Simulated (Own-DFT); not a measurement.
# Computed records: Hf$_{36}$O$_{71}$ (tetragonal hafnia with one neutral oxygen vacancy, atoms displaced)

A calculation, not a measurement: plane-wave PBE and HSE06 DFT by an unreviewed code, no spin, of a simulated cell at Gamma alone, so results move with cell size and shape, stress positive in tension, energies less offsets, not probed for a lower state with spin; hafnium file: forces about 75 meV/angstrom off all-electron values; oxygen file: force components 24 meV/angstrom off all-electron in a glass; k mesh not checked against a denser one; forces and stress are PBE's, HSE06 gives the energy alone, and its difference from PBE has offsets of its own; offsets are fitted by least squares, one for each functional and potential file, so energies compare only between cells with the same atoms and settings and are not formation energies; the far tail of each file's local potential was reset to the Coulomb form; each entry is a single point on an unrelaxed cell, so the pressure reflects the starting lattice, taken from the Materials Project, from which strain is counted, and rises with the displacements; printed positions are rounded, which can move forces by about a meV/angstrom; the program is a retired in-house code; no spin-orbit coupling. Program: Own-DFT development build.

Settings shared by all entries: first functional PBE; second functional HSE06; exact exchange share 0.25; screening 0.11 1/bohr; exchange divergence Gygi-Baldereschi; potential files PseudoDojo norm-conserving, scalar-relativistic, made for PBE, standard set; wave cutoff 48 hartree; occupations fixed; k mesh 1 x 1 x 1 centred on Gamma.

(1) Hf$_{36}$O$_{71}$ (tetragonal hafnia with one neutral oxygen vacancy, atoms displaced)

```
cell vectors (Å)
  10.7800     0.0000     0.0000
   0.0000    10.7800     0.0000
   0.0000     0.0000    10.4493
atoms (fractions of the cell vectors)
Hf  0.99577  0.00083  0.99320
Hf  0.16619  0.16176  0.25789
O   0.00851  0.17409  0.14916
O   0.16604  0.00488  0.34142
O   0.00092  0.15816  0.41038
O   0.18001  0.01088  0.09672
Hf  0.99337  0.00334  0.51015
Hf  0.15769  0.17287  0.74356
O   0.99466  0.16862  0.66360
O   0.16432  0.00900  0.85545
O   0.99736  0.17480  0.90918
O   0.15454  0.00103  0.61078
Hf  0.01236  0.33153  0.00472
Hf  0.17971  0.49106  0.26538
O   0.99250  0.49941  0.14673
O   0.16589  0.32932  0.33879
O   0.00796  0.50719  0.38894
O   0.17264  0.31715  0.10797
Hf  0.99479  0.33540  0.50196
Hf  0.17459  0.48763  0.74024
O   0.99749  0.50112  0.65915
O   0.18408  0.33779  0.85969
O   0.00774  0.49593  0.88735
O   0.15660  0.31798  0.58883
Hf  0.98800  0.66485  0.99515
Hf  0.16274  0.82637  0.24598
O   0.99873  0.82429  0.16560
O   0.16325  0.66473  0.34744
O   0.99678  0.82966  0.39640
O   0.16880  0.65021  0.09747
Hf  0.99531  0.68006  0.49597
Hf  0.16606  0.83558  0.73478
O   0.99259  0.84695  0.63518
O   0.16859  0.66280  0.84368
O   0.99777  0.83566  0.90318
O   0.17051  0.66168  0.59454
Hf  0.32545  0.99719  0.00154
Hf  0.49819  0.16609  0.24124
O   0.33340  0.16214  0.15929
O   0.48975  0.98652  0.33751
O   0.32125  0.16204  0.39988
O   0.50782  0.00090  0.09804
Hf  0.34533  0.99788  0.50690
Hf  0.50581  0.16756  0.76571
O   0.32923  0.16872  0.65001
O   0.50076  0.98917  0.84113
O   0.31513  0.16242  0.90932
O   0.51058  0.01584  0.60858
Hf  0.33706  0.32370  0.98639
Hf  0.50430  0.50436  0.24193
O   0.33959  0.50381  0.15179
O   0.48737  0.32464  0.35498
O   0.31777  0.50464  0.41229
O   0.50721  0.33527  0.08623
Hf  0.33335  0.33232  0.50167
Hf  0.48995  0.49071  0.74030
O   0.33442  0.51030  0.65328
O   0.49090  0.32737  0.84673
O   0.34030  0.49955  0.90655
O   0.50045  0.33006  0.61398
Hf  0.33145  0.66375  0.99325
Hf  0.50719  0.82839  0.24772
O   0.33796  0.83655  0.16298
O   0.50791  0.66196  0.35331
O   0.33198  0.83738  0.40474
O   0.49222  0.67007  0.08503
Hf  0.32361  0.66096  0.51201
Hf  0.50410  0.82334  0.75077
O   0.33608  0.83267  0.65981
O   0.49658  0.65964  0.85164
O   0.32917  0.83004  0.89532
O   0.50681  0.66708  0.61190
Hf  0.68023  0.99797  0.00949
Hf  0.83287  0.17253  0.24443
O   0.65931  0.16301  0.14817
O   0.83888  0.98462  0.33885
O   0.67395  0.16914  0.41239
O   0.83056  0.99876  0.09907
Hf  0.67468  0.99176  0.49576
Hf  0.82842  0.15593  0.76187
O   0.66495  0.16276  0.66217
O   0.83437  0.00892  0.84745
O   0.66597  0.17226  0.91049
O   0.82934  0.00314  0.60352
Hf  0.67488  0.33436  0.00150
Hf  0.82303  0.49539  0.24143
O   0.66130  0.49447  0.14493
O   0.81886  0.33388  0.34163
O   0.65002  0.47627  0.39585
O   0.84692  0.33552  0.08480
Hf  0.66344  0.34006  0.50111
Hf  0.82891  0.49612  0.76690
O   0.66893  0.49691  0.66237
O   0.83602  0.34379  0.85282
O   0.66761  0.49106  0.91084
O   0.83621  0.32952  0.59996
Hf  0.67834  0.66405  0.99410
Hf  0.83586  0.81793  0.24605
O   0.66987  0.84596  0.15246
O   0.84698  0.68672  0.35024
O   0.66864  0.83641  0.39654
O   0.83719  0.66974  0.09741
Hf  0.66770  0.68247  0.49628
Hf  0.83288  0.82862  0.74010
O   0.67123  0.83901  0.65108
O   0.85284  0.67371  0.85869
O   0.67081  0.82983  0.89222
```

* PBE energy of cell above offsets: -86.519 eV
* HSE06 less PBE above offsets: 0.606 eV
* PBE pressure: 5.7 GPa
* PBE stress xx: -5.88 GPa
* PBE stress yy: -5.31 GPa
* PBE stress zz: -5.9 GPa
* PBE stress yz: 2.33 GPa
* PBE stress xz: -0.64 GPa
* PBE stress xy: -0.41 GPa

Force:
```csv
element,x (eV/Å),y (eV/Å),z (eV/Å)
Hf,2.363,0.985,0.692
Hf,1.034,0.317,-1.813
O,-2.837,-1.037,0.907
O,-0.7,-3.517,1.229
O,-0.886,2.574,-0.541
O,-4.552,-1.161,0.901
Hf,0.79,-0.737,-2.231
Hf,2.248,-1.651,1.767
O,-0.98,-0.442,-0.845
O,-0.959,-1.481,-1.278
O,-0.169,-1.433,-1.077
O,1.777,-0.113,-0.879
Hf,1.892,1.974,0.354
Hf,-1.565,2.364,-3.45
O,-0.384,-0.027,0.378
O,-0.125,-0.158,2.865
O,-1.36,-1.18,2.053
O,0.514,1.687,-1.587
Hf,-1.131,0.813,-1.087
Hf,-3.968,2.478,3.439
O,0.134,-0.034,-1.512
O,-1.285,-0.389,-2.339
O,-0.313,0.238,1.995
O,1.606,1.507,1.261
Hf,5.771,-1.775,0.171
Hf,2.366,0.587,1.395
O,0.55,0.501,-3.141
O,0.606,0.899,0.562
O,1.385,1.953,1.033
O,-0.724,1.384,-0.348
Hf,0.399,-2.103,-0.353
Hf,0.468,0.168,3.344
O,0.482,-2.485,1.691
O,-0.106,0.168,-1.514
O,0.142,0.531,-0.281
O,-3.087,0.983,1.224
Hf,2.959,-1.008,-0.848
Hf,-1.423,-1.111,0.94
O,1.343,0.375,-0.717
O,0.772,2.598,1.804
O,0.892,0.468,1.808
O,-0.563,0.008,-0.839
Hf,-0.449,0.85,-0.947
Hf,-0.133,-3.238,-2.541
O,0.148,0.321,0.655
O,0.009,1.296,0.804
O,1.614,-0.65,-1.118
O,-0.964,-1.577,-2.645
Hf,-0.448,1.394,3.257
Hf,-1.986,-1.058,0.317
O,0.163,-0.674,1.285
O,-0.439,1.029,-0.421
O,0.595,-1.433,-0.182
O,-0.742,-0.431,1.304
Hf,0.971,-3.07,-1.25
Hf,2.859,1.026,2.918
O,-0.541,-0.954,-1.732
O,-0.124,1.618,0.908
O,0.002,-0.953,-1.58
O,-0.803,0.881,-1.706
Hf,-1.561,0.383,0.12
Hf,-2.217,0.27,-1.003
O,-0.813,-0.242,-1.005
O,0.481,0.08,-0.449
O,-0.256,-1.596,1.691
O,3.632,-0.054,1.908
Hf,2.843,2.998,-2.676
Hf,-0.712,0.399,1.842
O,-0.304,0.319,-1.553
O,0.95,0.138,-0.979
O,-0.282,0.551,0.714
O,0.018,0.065,-1.933
Hf,-4.667,-0.171,-1.675
Hf,0.451,-1.993,0.534
O,2.954,0.69,0.668
O,-0.67,2.429,0.889
O,-0.055,-1.298,-0.713
O,3.221,0.761,0.255
Hf,-1.12,3.483,0.667
Hf,-0.814,5.511,-2.881
O,0.86,0.673,0.784
O,0.322,-4.43,2.37
O,0.23,-1.149,-0.834
O,0.054,0.075,0.05
Hf,-0.225,-1.25,0.329
Hf,3.694,-0.241,0.375
O,1.661,1.076,0.222
O,1.287,0.372,-0.341
O,0.881,5.396,-1.475
O,-2.976,-0.475,2.621
Hf,0.697,-3.857,2.812
Hf,1.797,0.336,-2.163
O,-0.122,0.337,-0.862
O,-0.596,-3.059,0.078
O,0.528,2.904,-1.243
O,-0.754,0.56,-0.795
Hf,-3.535,0.782,-0.559
Hf,-0.292,6.084,-1.87
O,0.248,-1.644,-0.828
O,-2.084,-7.633,3.135
O,-0.522,-1.264,0.108
O,-2.576,-0.441,1.173
Hf,-1.025,-1.737,1.486
Hf,0.422,0.555,1.151
O,-0.386,-1.089,-1.636
O,-2.563,-1.16,-1.762
O,0.786,-0.539,0.795
```

(2) Hf$_{36}$O$_{71}$ (tetragonal hafnia with one neutral oxygen vacancy, atoms displaced)

```
cell vectors (Å)
  10.7800     0.0000     0.0000
   0.0000    10.7800     0.0000
   0.0000     0.0000    10.4493
atoms (fractions of the cell vectors)
Hf  0.00673  0.00180  0.99926
Hf  0.16023  0.16143  0.24566
O   0.99961  0.16190  0.15252
O   0.16624  0.99861  0.34677
O   0.99746  0.16308  0.39404
O   0.16172  0.99751  0.10139
Hf  0.99817  0.99005  0.49130
Hf  0.17279  0.16344  0.74089
O   0.00714  0.16582  0.66599
O   0.16688  0.00318  0.84640
O   0.99786  0.17726  0.90500
O   0.16827  0.99360  0.59405
Hf  0.99577  0.33462  0.00476
Hf  0.16250  0.49870  0.25088
O   0.00270  0.50194  0.15355
O   0.16302  0.32517  0.34492
O   0.16082  0.33717  0.09812
Hf  0.99794  0.33564  0.50365
Hf  0.16400  0.49784  0.74816
O   0.00281  0.48940  0.65146
O   0.16046  0.32992  0.85050
O   0.99755  0.49771  0.90428
O   0.16882  0.34135  0.59684
Hf  0.00430  0.66294  0.99234
Hf  0.16237  0.82637  0.24771
O   0.00284  0.83453  0.15794
O   0.16955  0.66193  0.34693
O   0.99977  0.82849  0.40363
O   0.16627  0.67686  0.10422
Hf  0.99792  0.67025  0.50507
Hf  0.16516  0.83436  0.74766
O   0.00647  0.83304  0.65080
O   0.16909  0.67039  0.85062
O   0.00130  0.83295  0.90332
O   0.16941  0.67329  0.59888
Hf  0.33604  0.99285  0.00837
Hf  0.49773  0.16983  0.25409
O   0.32417  0.16068  0.14994
O   0.50458  0.99559  0.34843
O   0.33542  0.16696  0.40244
O   0.49681  0.00189  0.09242
Hf  0.32622  0.00280  0.50974
Hf  0.49741  0.17036  0.74477
O   0.33503  0.17122  0.64963
O   0.49637  0.99874  0.85969
O   0.33443  0.17054  0.90178
O   0.50357  0.99753  0.59814
Hf  0.32969  0.33353  0.99759
Hf  0.49309  0.50080  0.25357
O   0.34368  0.49453  0.15224
O   0.50512  0.34268  0.34999
O   0.34058  0.49340  0.39998
O   0.49549  0.33285  0.09261
Hf  0.33699  0.33554  0.50095
Hf  0.49349  0.50288  0.75042
O   0.33456  0.50484  0.65296
O   0.49897  0.32836  0.84766
O   0.33597  0.50025  0.90558
O   0.50250  0.33233  0.60073
Hf  0.33110  0.66353  0.99952
Hf  0.49673  0.83138  0.25144
O   0.33425  0.83806  0.14992
O   0.49891  0.67243  0.35289
O   0.33451  0.83116  0.40704
O   0.50175  0.65805  0.09012
Hf  0.33597  0.66571  0.49788
Hf  0.50115  0.83334  0.74675
O   0.33260  0.82967  0.65379
O   0.50241  0.66561  0.83763
O   0.33676  0.83962  0.90228
O   0.49569  0.66853  0.59773
Hf  0.66866  0.99499  0.00315
Hf  0.83084  0.16152  0.25048
O   0.66143  0.17264  0.15393
O   0.83231  0.00450  0.34758
O   0.66627  0.16728  0.39442
O   0.83490  0.99993  0.09647
Hf  0.66673  0.99539  0.50164
Hf  0.82648  0.16491  0.75204
O   0.67160  0.16277  0.65242
O   0.83830  0.99890  0.84694
O   0.65789  0.16479  0.89996
O   0.83254  0.00138  0.59568
Hf  0.66190  0.34366  0.99832
Hf  0.83041  0.49858  0.25493
O   0.66388  0.49546  0.16165
O   0.83334  0.33098  0.34663
O   0.66752  0.50372  0.40478
O   0.82860  0.32707  0.09444
Hf  0.68122  0.33014  0.50241
Hf  0.83612  0.51022  0.75454
O   0.67503  0.49522  0.64941
O   0.83301  0.32879  0.84509
O   0.67129  0.50467  0.89677
O   0.82725  0.33143  0.60050
Hf  0.66332  0.67009  0.99057
Hf  0.83459  0.83218  0.25488
O   0.67799  0.83058  0.15298
O   0.84106  0.67107  0.34538
O   0.66820  0.83234  0.39824
O   0.84127  0.66328  0.09261
Hf  0.67421  0.66421  0.49933
Hf  0.83969  0.83557  0.74824
O   0.67354  0.83235  0.65859
O   0.82757  0.67224  0.84620
O   0.66742  0.83252  0.90574
O   0.83345  0.66419  0.59870
```

- PBE energy of cell above offsets: -97.601 eV
- HSE06 less PBE above offsets: 0.049 eV
- PBE pressure: 2.22 GPa
- PBE stress xx: -2.74 GPa
- PBE stress yy: -1.13 GPa
- PBE stress zz: -2.79 GPa
- PBE stress yz: -0.25 GPa
- PBE stress xz: -1.6 GPa
- PBE stress xy: -0.09 GPa

Force:
```csv
element,x (eV/Å),y (eV/Å),z (eV/Å)
Hf,-1.141,1.306,-0.393
Hf,0.467,0.142,0.44
O,-0.64,0.241,-0.479
O,-0.126,-0.689,0.546
O,-0.115,0.055,1.837
O,0.729,-0.336,-0.254
Hf,0.088,2.733,0.432
Hf,-0.931,0.96,3.035
O,-1.439,0.101,-1.813
O,-0.373,-0.482,-0.266
O,0.017,-2.12,0.722
O,-1.404,0.376,0.874
Hf,-0.049,-1.256,-0.598
Hf,0.854,-1.542,-0.158
O,-0.724,-0.023,0.877
O,-0.366,1.745,0.503
O,0.924,0.217,0.101
Hf,0.605,-0.717,-0.778
Hf,0.76,-0.925,0.566
O,-0.865,0.935,-0.16
O,0.86,1.213,-1.142
O,-0.004,0.934,-1.001
O,0.072,-0.235,-0.201
Hf,-0.57,0.967,1.826
Hf,1.138,1.03,0.264
O,-1.119,0.067,-0.229
O,-0.497,-0.068,0.574
O,0.11,0.074,-0.295
O,0.532,-1.029,-0.993
Hf,1.204,-1.526,-0.628
Hf,1.534,0.254,1.162
O,-1.606,-0.059,-0.552
O,-0.133,-1.056,-0.184
O,0.043,-0.264,-0.431
O,-1.011,-0.654,-0.211
Hf,-0.489,2.017,-1.318
Hf,0.005,-0.044,-0.474
O,1.132,0.454,0.48
O,-0.094,0.384,-0.461
O,0.352,0.008,0.545
O,1.722,-0.381,1.783
Hf,2.281,-0.638,-2.618
Hf,1.407,-0.86,2.153
O,-0.217,-0.707,-0.983
O,0.259,-0.235,-2.255
O,-0.194,-0.699,-0.284
O,-0.785,-0.079,0.44
Hf,-0.255,-1.438,0.459
Hf,1.712,0.203,0.25
O,-3.208,0.78,-0.517
O,-0.307,-1.906,-0.199
O,-0.669,1.293,0.277
O,0.213,-0.174,0.43
Hf,0.393,-0.776,-0.499
Hf,1.609,-1.53,-0.801
O,-0.84,-0.315,-0.012
O,0.087,1.953,-0.314
O,-0.104,0.295,-0.891
O,0.105,-0.082,-0.289
Hf,0.168,1.254,0.16
Hf,0.771,1.007,0.091
O,-0.061,-0.548,0.526
O,-0.125,-0.895,-0.678
O,-0.204,0.737,-0.266
O,-0.435,0.904,0.165
Hf,-0.133,0.15,0.06
Hf,-0.5,1.316,0.747
O,0.227,0.59,0.125
O,0.014,0.595,1.19
O,-0.31,-2.412,-0.081
O,1.72,-0.174,-0.201
Hf,-0.723,1.72,-0.369
Hf,-0.322,0.936,-1.294
O,0.215,-0.634,0.053
O,0.295,-2.03,0.687
O,-0.031,-0.447,1.343
O,0.206,0.228,0.156
Hf,-0.396,0.909,-0.959
Hf,1.595,0.379,1.189
O,-1.523,0.088,-0.989
O,-0.295,-0.351,-0.093
O,0.948,0.081,0.391
O,1.033,-0.604,-0.169
Hf,0.122,-2.234,0.222
Hf,-0.135,0.247,-1.151
O,0.45,-0.033,-0.806
O,0.416,0.688,0.712
O,0.895,-0.111,0.035
O,0.243,0.754,0.496
Hf,-3.377,0.429,-1.315
Hf,-1.106,-2.488,-0.246
O,-1.027,0.825,0.615
O,-0.469,1.74,-0.1
O,-0.179,-0.181,0.253
O,3.323,-0.416,0.276
Hf,1.242,-0.288,1.833
Hf,0.003,0.94,-1.725
O,-2.045,-0.066,-0.16
O,0.006,-1.607,1.095
O,0.588,-0.396,0.915
O,-0.969,-0.161,-0.262
Hf,-2.023,-0.034,0.101
Hf,-0.302,1.147,0.775
O,-0.522,-0.017,-0.745
O,0.815,-0.039,-0.093
O,-0.23,0.433,-0.758
O,1.22,0.175,0.352
```
